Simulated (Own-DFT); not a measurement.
## Calculated data, Hf$_{36}$O$_{71}$ (tetragonal hafnia with one neutral oxygen vacancy, atoms displaced)

All values are calculated (Own-DFT development build). A calculation, not a measurement: plane-wave PBE and HSE06 DFT by an unreviewed code, no spin, of a simulated cell at Gamma alone, so results move with cell size and shape, stress positive in tension, energies less offsets, not probed for a lower state with spin; hafnium file: forces about 75 meV/angstrom off all-electron values; oxygen file: force components 24 meV/angstrom off all-electron in a glass; k mesh not checked against a denser one; forces and stress are PBE's, HSE06 gives the energy alone, and its difference from PBE has offsets of its own; offsets are fitted by least squares, one for each functional and potential file, so energies compare only between cells with the same atoms and settings and are not formation energies; the far tail of each file's local potential was reset to the Coulomb form; each entry is a single point on an unrelaxed cell, so the pressure reflects the starting lattice, taken from the Materials Project, from which strain is counted, and rises with the displacements; printed positions are rounded, which can move forces by about a meV/angstrom; the program is a retired in-house code; no spin-orbit coupling.

Common to all runs: first functional PBE; second functional HSE06; exact exchange share 0.25; screening 0.11 1/bohr; exchange divergence Gygi-Baldereschi; potential files PseudoDojo norm-conserving, scalar-relativistic, made for PBE, standard set; wave cutoff 48 hartree; occupations fixed; k mesh 1 x 1 x 1 centred on Gamma.

(1) Hf$_{36}$O$_{71}$ (tetragonal hafnia with one neutral oxygen vacancy, atoms displaced)

```cif
# cell vector a (Å): 10.7800 0.0000 0.0000
# cell vector b (Å): 0.0000 10.7800 0.0000
# cell vector c (Å): 0.0000 0.0000 10.4493
data_Hf36O71
_symmetry_space_group_name_H-M 'P 1'
_symmetry_Int_Tables_number 1
_cell_length_a 10.7800
_cell_length_b 10.7800
_cell_length_c 10.4493
_cell_angle_alpha 90.000
_cell_angle_beta 90.000
_cell_angle_gamma 90.000
_cell_volume 1214.30
loop_
_atom_site_label
_atom_site_type_symbol
_atom_site_fract_x
_atom_site_fract_y
_atom_site_fract_z
_atom_site_occupancy
Hf1 Hf 0.00231 0.99390 0.00523 1
Hf2 Hf 0.17030 0.15600 0.24112 1
O1 O 0.99561 0.17337 0.16074 1
O2 O 0.16943 0.99647 0.35324 1
O3 O 0.99381 0.15896 0.40120 1
O4 O 0.16294 0.00450 0.09637 1
Hf3 Hf 0.00460 0.00589 0.49533 1
Hf4 Hf 0.15721 0.16414 0.76214 1
O5 O 0.98276 0.16611 0.65878 1
O6 O 0.17484 0.99136 0.85182 1
O7 O 0.99045 0.15960 0.91738 1
O8 O 0.16937 0.99911 0.58799 1
Hf5 Hf 0.00060 0.34048 0.00986 1
Hf6 Hf 0.16788 0.50299 0.25200 1
O9 O 0.99390 0.48749 0.16516 1
O10 O 0.15986 0.31839 0.35228 1
O11 O 0.98987 0.52086 0.39228 1
O12 O 0.16456 0.32603 0.08698 1
Hf7 Hf 0.99792 0.34678 0.51447 1
Hf8 Hf 0.17649 0.49801 0.73513 1
O13 O 0.99285 0.49727 0.65001 1
O14 O 0.17333 0.33679 0.84457 1
O15 O 0.00364 0.49740 0.90594 1
O16 O 0.16110 0.33100 0.58435 1
Hf9 Hf 0.99571 0.67191 0.00138 1
Hf10 Hf 0.17205 0.82865 0.25632 1
O17 O 0.00556 0.83427 0.14282 1
O18 O 0.16413 0.66277 0.33673 1
O19 O 0.00202 0.83938 0.39950 1
O20 O 0.16843 0.67708 0.11189 1
Hf11 Hf 0.99712 0.66402 0.50825 1
Hf12 Hf 0.17765 0.82819 0.73764 1
O21 O 0.99580 0.83801 0.64799 1
O22 O 0.16269 0.68345 0.84995 1
O23 O 0.00039 0.84947 0.90209 1
O24 O 0.16476 0.66955 0.60212 1
Hf13 Hf 0.34418 0.98737 0.00349 1
Hf14 Hf 0.48410 0.15527 0.25312 1
O25 O 0.34047 0.16133 0.15847 1
O26 O 0.50425 0.00213 0.35095 1
O27 O 0.33800 0.16109 0.40039 1
O28 O 0.50806 0.99340 0.11020 1
Hf15 Hf 0.33448 0.00999 0.48806 1
Hf16 Hf 0.49711 0.17204 0.74465 1
O29 O 0.33621 0.16802 0.65137 1
O30 O 0.50108 0.00450 0.84627 1
O31 O 0.34340 0.17014 0.89765 1
O32 O 0.50374 0.00437 0.59108 1
Hf17 Hf 0.33196 0.33269 0.00664 1
Hf18 Hf 0.50217 0.49397 0.23880 1
O33 O 0.33299 0.50032 0.15782 1
O34 O 0.51049 0.34101 0.33809 1
O35 O 0.33701 0.49199 0.40540 1
O36 O 0.49519 0.32625 0.09652 1
Hf19 Hf 0.34349 0.33993 0.51964 1
Hf20 Hf 0.51446 0.49510 0.75298 1
O37 O 0.34754 0.49391 0.65399 1
O38 O 0.49005 0.32624 0.86212 1
O39 O 0.34084 0.50736 0.90837 1
O40 O 0.50419 0.33000 0.58365 1
Hf21 Hf 0.33897 0.65510 0.00027 1
Hf22 Hf 0.51391 0.82171 0.26212 1
O41 O 0.33071 0.83113 0.16880 1
O42 O 0.50946 0.67582 0.34688 1
O43 O 0.33696 0.83480 0.40116 1
O44 O 0.49686 0.68119 0.08904 1
Hf23 Hf 0.33894 0.64679 0.50224 1
Hf24 Hf 0.50973 0.82696 0.74268 1
O45 O 0.32085 0.84102 0.64237 1
O46 O 0.49551 0.66571 0.85481 1
O47 O 0.34392 0.82961 0.90510 1
O48 O 0.48767 0.67282 0.59565 1
Hf25 Hf 0.66096 0.00224 0.00566 1
Hf26 Hf 0.84585 0.15725 0.25307 1
O49 O 0.67366 0.17913 0.14373 1
O50 O 0.82676 0.99179 0.34375 1
O51 O 0.67776 0.16374 0.40824 1
O52 O 0.85143 0.99224 0.08214 1
Hf27 Hf 0.66222 0.00590 0.50567 1
Hf28 Hf 0.83288 0.16878 0.74145 1
O53 O 0.66935 0.15994 0.64935 1
O54 O 0.83251 0.99595 0.83888 1
O55 O 0.65153 0.16421 0.91389 1
O56 O 0.84117 0.01147 0.59765 1
Hf29 Hf 0.68860 0.32471 0.01458 1
Hf30 Hf 0.84509 0.50840 0.24682 1
O57 O 0.66474 0.49404 0.15317 1
O58 O 0.83535 0.33438 0.35231 1
O59 O 0.66370 0.50267 0.40977 1
O60 O 0.82885 0.33080 0.08580 1
Hf31 Hf 0.66093 0.33843 0.49677 1
Hf32 Hf 0.83159 0.50234 0.75224 1
O61 O 0.66136 0.51011 0.64880 1
O62 O 0.83565 0.32421 0.85732 1
O63 O 0.66964 0.50062 0.89817 1
O64 O 0.83538 0.34421 0.59143 1
Hf33 Hf 0.65001 0.66504 0.99019 1
Hf34 Hf 0.84343 0.82631 0.24546 1
O65 O 0.67226 0.83319 0.15014 1
O66 O 0.84398 0.66978 0.35410 1
O67 O 0.66223 0.83340 0.40073 1
O68 O 0.83000 0.67169 0.10732 1
Hf35 Hf 0.67077 0.67524 0.49545 1
Hf36 Hf 0.82995 0.83488 0.74800 1
O69 O 0.66109 0.83589 0.65769 1
O70 O 0.82878 0.66140 0.83925 1
O71 O 0.66974 0.82975 0.90675 1
```

```
PBE energy of cell above offsets : -85.015 eV
HSE06 less PBE above offsets     : 0.630 eV
PBE pressure                     : 7.49 GPa
PBE stress xx                    : -12.31 GPa
PBE stress yy                    : -2.9 GPa
PBE stress zz                    : -7.28 GPa
PBE stress yz                    : 0.53 GPa
PBE stress xz                    : 1.17 GPa
PBE stress xy                    : -0.04 GPa
```

Force:
```csv
element,x (eV/Å),y (eV/Å),z (eV/Å)
Hf,2.666,1.13,-2.242
Hf,-1.639,0.428,1.707
O,2.316,0.429,-1.068
O,0.321,1.259,-1.25
O,-0.129,1.631,0.142
O,2.526,0.572,1.251
Hf,-0.631,-1.919,0.821
Hf,0.808,-2.03,0.336
O,5.953,1.267,-1.455
O,0.391,1.681,-1.187
O,1.739,2.106,-1.441
O,-0.586,1.42,1.255
Hf,-1.008,-2.229,-2.127
Hf,-0.453,-1.54,0.515
O,3.866,-0.331,-3.258
O,0.23,2.012,-1.543
O,1.427,-2.973,1.603
O,0.854,0.161,1.79
Hf,-1.706,-1.464,-5.16
Hf,-2.034,0.712,3.06
O,2.228,0.836,0.088
O,-0.23,0.348,-1.139
O,-0.156,1.309,0.05
O,2.504,1.061,3.129
Hf,1.439,2.304,-0.742
Hf,-0.507,0.903,-0.232
O,-0.131,-1.052,1.15
O,0.761,-0.646,2.73
O,0.097,-1.537,0.078
O,-0.846,-2.241,-2.387
Hf,-1.352,3.089,-0.657
Hf,-3.426,2.623,1.745
O,0.108,-1.381,0.405
O,0.189,-3.604,0.307
O,-1.084,-4.852,-1.034
O,1.214,-2.198,-0.663
Hf,-1.163,0.581,-1.027
Hf,5.441,2.041,0.676
O,-3.374,-0.004,-2.476
O,0.035,-1.12,0.323
O,0.545,3.935,-1.211
O,-1.43,0.623,-0.499
Hf,-0.395,-4.304,2.352
Hf,0.806,-1.598,2.859
O,-1.468,0.931,-0.413
O,0,-1.577,-0.255
O,-1.614,-1.086,1.379
O,-1.739,-0.383,1.338
Hf,2.277,-0.949,-2.175
Hf,1.053,-0.538,1.078
O,-0.454,0.173,-0.808
O,-0.381,-1.776,1.187
O,-0.377,0.039,-0.452
O,-0.067,1.228,0.849
Hf,-3.756,-2.806,-3.822
Hf,-0.568,-0.465,3.362
O,-1.314,-0.229,-0.519
O,0.707,2.513,-3.563
O,-0.938,-3.009,-1.731
O,0.809,-0.04,3.617
Hf,-2.826,4.327,1.076
Hf,-1.441,5.423,-2.982
O,1.852,0.989,-1.782
O,-0.868,-6.045,1.736
O,-0.047,-1.432,0.853
O,0.441,-0.865,1.999
Hf,-1.858,4.838,-1.506
Hf,-4.682,1.911,2.296
O,4.547,-0.53,-0.076
O,1.178,-0.781,-1.788
O,0.162,-0.372,0.226
O,2.69,0.149,1.085
Hf,1.998,0.319,-0.879
Hf,-3.203,0.673,2.108
O,0.026,-1.914,2.15
O,0.27,-0.033,-0.732
O,-0.76,1.141,-0.099
O,-6.063,0.561,3.203
Hf,2.656,0.663,-1.516
Hf,-2.818,-1.895,3.27
O,-1.186,1.161,0.423
O,-1.026,1.049,-0.248
O,0.755,0.158,-1.297
O,-1.813,-1.278,-0.739
Hf,-10.55,-0.579,-5.29
Hf,-4.643,-0.831,3.273
O,0.708,0.62,-0.571
O,0.295,0.672,-1.431
O,0.05,1.49,-0.419
O,9.376,1.313,5.823
Hf,4.116,-1.412,-2.929
Hf,-0.719,-1.848,0.386
O,1.137,-0.055,0.038
O,-0.353,1.619,-1.458
O,-0.521,-0.584,-0.468
O,-2.438,-0.175,1.935
Hf,2.44,0.592,1.062
Hf,-0.117,1.658,-0.101
O,0.118,-0.177,0.652
O,-1.672,0.396,0.482
O,0.351,0.193,0.875
O,0.767,-1.329,-1.307
Hf,0.308,-1.478,0.129
Hf,2.263,1.45,0.508
O,2.56,-0.775,-2.082
O,0.835,1.374,0.523
O,-0.647,0.188,-1.063
```

(2) Hf$_{36}$O$_{71}$ (tetragonal hafnia with one neutral oxygen vacancy, atoms displaced)

```cif
# cell vector a (Å): 10.7800 0.0000 0.0000
# cell vector b (Å): 0.0000 10.7800 0.0000
# cell vector c (Å): 0.0000 0.0000 10.4493
data_Hf36O71
_symmetry_space_group_name_H-M 'P 1'
_symmetry_Int_Tables_number 1
_cell_length_a 10.7800
_cell_length_b 10.7800
_cell_length_c 10.4493
_cell_angle_alpha 90.000
_cell_angle_beta 90.000
_cell_angle_gamma 90.000
_cell_volume 1214.30
loop_
_atom_site_label
_atom_site_type_symbol
_atom_site_fract_x
_atom_site_fract_y
_atom_site_fract_z
_atom_site_occupancy
Hf1 Hf 0.99827 0.99987 0.00043 1
Hf2 Hf 0.16273 0.16788 0.25019 1
O1 O 0.99735 0.16626 0.14956 1
O2 O 0.17182 0.99868 0.34037 1
O3 O 0.00206 0.16750 0.40365 1
O4 O 0.16554 0.99471 0.09732 1
Hf3 Hf 0.00150 0.99825 0.49942 1
Hf4 Hf 0.16306 0.16917 0.74736 1
O5 O 0.99933 0.16737 0.64989 1
O6 O 0.16623 0.00264 0.84892 1
O7 O 0.00486 0.16352 0.90280 1
O8 O 0.16602 0.99511 0.59335 1
Hf5 Hf 0.99894 0.33253 0.99895 1
Hf6 Hf 0.16739 0.50014 0.24534 1
O9 O 0.00332 0.49779 0.15031 1
O10 O 0.16873 0.33296 0.34779 1
O11 O 0.99955 0.49957 0.40562 1
O12 O 0.16947 0.33317 0.09292 1
Hf7 Hf 0.00519 0.33277 0.50242 1
Hf8 Hf 0.16543 0.49965 0.75337 1
O13 O 0.00097 0.49776 0.65095 1
O14 O 0.16276 0.32969 0.84668 1
O15 O 0.99985 0.49674 0.90317 1
O16 O 0.16613 0.33673 0.59750 1
Hf9 Hf 0.99853 0.66933 0.00011 1
Hf10 Hf 0.17022 0.83487 0.24181 1
O17 O 0.00443 0.83045 0.15530 1
O18 O 0.16804 0.66388 0.34854 1
O19 O 0.00442 0.82498 0.40149 1
O20 O 0.16498 0.66932 0.09449 1
Hf11 Hf 0.00308 0.66781 0.49695 1
Hf12 Hf 0.16788 0.83260 0.75115 1
O21 O 0.99686 0.83101 0.64753 1
O22 O 0.16544 0.66496 0.85157 1
O23 O 0.00166 0.83522 0.90015 1
Hf13 Hf 0.33276 0.00294 0.00625 1
Hf14 Hf 0.49594 0.16750 0.25133 1
O24 O 0.33668 0.16351 0.15651 1
O25 O 0.49872 0.99510 0.34534 1
O26 O 0.34014 0.16592 0.40497 1
O27 O 0.49395 0.00001 0.09840 1
Hf15 Hf 0.33493 0.00629 0.49854 1
Hf16 Hf 0.50029 0.17052 0.75672 1
O28 O 0.33292 0.16489 0.65441 1
O29 O 0.50257 0.99814 0.84086 1
O30 O 0.33307 0.16865 0.90608 1
O31 O 0.50045 0.01045 0.59718 1
Hf17 Hf 0.33510 0.33349 0.99092 1
Hf18 Hf 0.49934 0.50852 0.24579 1
O32 O 0.33618 0.50155 0.15753 1
O33 O 0.49659 0.33386 0.35021 1
O34 O 0.33379 0.49870 0.39895 1
O35 O 0.50727 0.33391 0.09543 1
Hf19 Hf 0.33241 0.33768 0.50968 1
Hf20 Hf 0.50196 0.50126 0.75055 1
O36 O 0.33297 0.50043 0.65161 1
O37 O 0.50227 0.33211 0.84621 1
O38 O 0.32967 0.49810 0.90003 1
O39 O 0.50017 0.33654 0.59595 1
Hf21 Hf 0.33228 0.67334 0.99741 1
Hf22 Hf 0.49955 0.83437 0.25168 1
O40 O 0.33180 0.83383 0.15195 1
O41 O 0.49874 0.66678 0.34885 1
O42 O 0.33378 0.83948 0.39930 1
O43 O 0.50110 0.66093 0.09964 1
Hf23 Hf 0.33484 0.67086 0.49857 1
Hf24 Hf 0.49664 0.83569 0.74701 1
O44 O 0.33750 0.83180 0.65094 1
O45 O 0.50268 0.66545 0.84627 1
O46 O 0.33192 0.83575 0.90218 1
O47 O 0.50231 0.66299 0.59595 1
Hf25 Hf 0.66224 0.99948 0.99855 1
Hf26 Hf 0.83382 0.16641 0.24663 1
O48 O 0.66357 0.16940 0.14622 1
O49 O 0.82837 0.00226 0.34676 1
O50 O 0.66819 0.16935 0.40131 1
O51 O 0.83188 0.00037 0.08950 1
Hf27 Hf 0.67091 0.00222 0.50095 1
Hf28 Hf 0.83119 0.16311 0.74688 1
O52 O 0.66932 0.16566 0.65151 1
O53 O 0.83350 0.00117 0.84911 1
O54 O 0.66681 0.16773 0.90390 1
O55 O 0.83338 0.99426 0.60527 1
Hf29 Hf 0.66683 0.33050 0.99611 1
Hf30 Hf 0.83025 0.50527 0.25057 1
O56 O 0.66508 0.50059 0.15143 1
O57 O 0.82482 0.33452 0.35241 1
O58 O 0.66825 0.50080 0.40289 1
O59 O 0.84006 0.33506 0.10137 1
Hf31 Hf 0.66725 0.33484 0.49996 1
Hf32 Hf 0.82899 0.49842 0.74890 1
O60 O 0.67087 0.50049 0.65252 1
O61 O 0.82738 0.32987 0.84481 1
O62 O 0.66351 0.50158 0.90342 1
O63 O 0.83225 0.33242 0.59431 1
Hf33 Hf 0.66545 0.66492 0.00662 1
Hf34 Hf 0.83419 0.83214 0.25187 1
O64 O 0.66817 0.83005 0.15505 1
O65 O 0.83349 0.65998 0.34665 1
O66 O 0.66341 0.83430 0.40567 1
O67 O 0.83408 0.67395 0.10076 1
Hf35 Hf 0.67081 0.66641 0.49802 1
Hf36 Hf 0.83222 0.83250 0.74745 1
O68 O 0.66459 0.83576 0.65027 1
O69 O 0.83179 0.66595 0.85322 1
O70 O 0.66764 0.83190 0.90491 1
O71 O 0.83257 0.66407 0.59683 1
```

```
PBE energy of cell above offsets : -100.529 eV
HSE06 less PBE above offsets     : -0.129 eV
PBE pressure                     : 1.15 GPa
PBE stress xx                    : -1.18 GPa
PBE stress yy                    : -0.52 GPa
PBE stress zz                    : -1.76 GPa
PBE stress yz                    : -0.26 GPa
PBE stress xz                    : -0.51 GPa
PBE stress xy                    : -0.03 GPa
```

Force:
```csv
element,x (eV/Å),y (eV/Å),z (eV/Å)
Hf,0.223,0.154,-0.769
Hf,0.536,0.312,-0.019
O,0.735,-0.325,0.355
O,-0.665,0.647,0.487
O,0.077,-0.682,-0.422
O,0.111,0.319,-0.022
Hf,-0.046,-0.441,0.056
Hf,0.091,-0.903,0.551
O,0.033,-0.21,-0.084
O,0.288,-0.182,-0.695
O,-0.404,0.466,-0.144
O,-0.097,0.202,0.204
Hf,0.383,0.039,0.149
Hf,0.304,-0.262,0.992
O,-0.67,0.499,0.239
O,-0.298,-0.237,-0.196
O,0.087,-0.187,-0.357
O,0.082,-0.244,0.169
Hf,-1.456,0.882,-0.609
Hf,-0.327,0.024,-0.417
O,0.028,0.369,0.607
O,0.46,0.383,-0.206
O,0.012,0.584,-0.104
O,0.196,-0.452,0.79
Hf,-0.324,-0.58,-0.397
Hf,-0.364,-0.599,1.719
O,-1.387,0.298,-0.451
O,0.152,0.469,-0.098
O,-0.693,2.081,-0.377
O,0.744,-0.094,0.12
Hf,0.646,-1.161,1.074
Hf,-0.545,0.353,-0.296
O,0.897,-0.28,0.538
O,0.215,0.515,-0.879
O,0.016,-0.333,0.071
Hf,-0.845,0.101,-0.762
Hf,1.129,0.919,0.836
O,-1.441,0.005,-0.518
O,0.318,1.003,0.128
O,-0.485,0.662,0.024
O,1.275,-0.431,-0.217
Hf,0.428,-0.564,0.017
Hf,0.205,-1.413,-1.887
O,-0.315,0.423,0.382
O,-0.061,0.682,1.078
O,0.508,-0.636,-0.478
O,0.133,-0.567,-0.377
Hf,0.182,0.476,1.985
Hf,-0.052,-1.886,1.286
O,-0.8,0.068,-1.249
O,0.318,0.187,-0.756
O,-0.069,0.551,1.14
O,-1.703,0.003,-0.404
Hf,1.004,0.254,-2.189
Hf,0.187,0.449,-0.645
O,-0.323,0.207,0.29
O,-0.202,0.864,0.405
O,0.268,0.642,0.088
O,0.065,-0.114,1.024
Hf,0.093,-1.118,0.27
Hf,0.09,-0.182,0.348
O,1.153,-0.461,-0.881
O,0.006,0.731,-0.117
O,0.045,-1.026,0.389
O,-0.885,0.652,-0.287
Hf,-0.408,-0.549,-0.451
Hf,1.335,-0.712,0.034
O,-1.068,-0.376,-0.058
O,-0.644,0.586,0.224
O,0.09,0.049,-0.116
O,-0.064,-0.025,0.015
Hf,0.385,-0.105,-0.026
Hf,-1.369,1.459,0.36
O,0.671,-0.54,0.662
O,0.614,-0.706,0.101
O,-0.243,-0.862,0.182
O,-0.189,-0.237,1.126
Hf,-0.946,0.345,0.048
Hf,0.266,0.308,0.336
O,-0.6,0.096,0.296
O,-0.132,-0.374,-0.357
O,-0.431,-0.874,-0.745
O,0.572,0.413,-1.043
Hf,0.814,0.558,1.204
Hf,0.461,-2.542,-0.287
O,0.942,0.429,-0.081
O,0.639,-0.194,-1.183
O,-0.183,0.358,-0.116
O,-1.239,-0.194,-0.55
Hf,0.142,-0.198,-0.977
Hf,1.204,0.249,0.34
O,-1.124,-0.165,-0.005
O,0.307,0.219,0.135
O,0.091,-0.36,-0.193
O,0.669,0.044,0.542
Hf,0.608,0.279,-1.048
Hf,0.045,-0.297,-0.302
O,-0.429,0.354,0.127
O,-0.213,2.281,0.505
O,0.591,-0.199,-0.442
O,0.121,-0.41,0.164
Hf,-0.711,-0.166,0.406
Hf,-0.344,-0.12,0.633
O,0.02,-0.072,0.39
O,0.31,-0.104,-0.646
O,-0.183,0.141,0.174
O,0.358,0.306,0.12
```
